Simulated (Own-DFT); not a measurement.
# A change of arrangement and its cost: As32Ga32, 64 atoms

These are calculations, not measurements. They come from Own-DFT, an in-house plane-wave density functional program, since retired, whose code no person has reviewed. Each row is one single-point run on a periodic cell that was not relaxed, without spin or spin-orbit coupling.

Settings of every run: PBE; PseudoDojo norm-conserving scalar-relativistic files; cutoff 42 hartree; 3 x 3 x 3 k mesh centred on Gamma; Fermi-Dirac smearing of 0.1 eV.

Known limits, some of them of some rows only: not probed for a lower state with spin; forces on such cells failed a check on a denser k mesh; forces not confirmed at this smearing and k mesh; stress not checked against mesh or cutoff.

All cells hold the same atoms in the same cell, with vectors in Å (11.307, 0.000, 0.000); (0.000, 11.307, 0.000); (0.000, 0.000, 11.307). Every atom was moved at random from its ideal site; u is the rms move along one axis. The defect's site can differ from row to row. E is the free energy of the cell above the lowest run. The arrangements:

- A: zincblende GaAs
- B: zincblende GaAs, with one As on a Ga site and one Ga on an As site, 2.4 Å apart

```
arrangement,u (Å),E (eV),P (GPa)
A,0.0192,0.000,3.51
A,0.0198,0.006,3.51
A,0.0213,0.122,3.54
A,0.0460,1.805,3.88
A,0.0491,1.760,3.86
A,0.0526,2.132,3.93
B,0.0296,3.056,3.91
B,0.0305,3.233,3.95
B,0.0307,2.988,3.90
B,0.0476,4.327,4.20
B,0.0495,4.722,4.28
B,0.0514,4.812,4.26
```

Question: once the cost of the random moves is taken out, how do the arrangements rank?

## Worked answer

Fit E = a + b u², with one b for all and one a for each arrangement, and with residuals divided by u², since the noise grows with the moves. Then b = 950 eV/Å², the scatter at u = 0.04 Å is 0.14 eV, and against A:

- B: 2.58 ± 0.06 eV (higher)

These are energies of unrelaxed cells. Relaxing the atoms lowers the strained arrangements most, so the gaps would shrink and small ones could change sign.
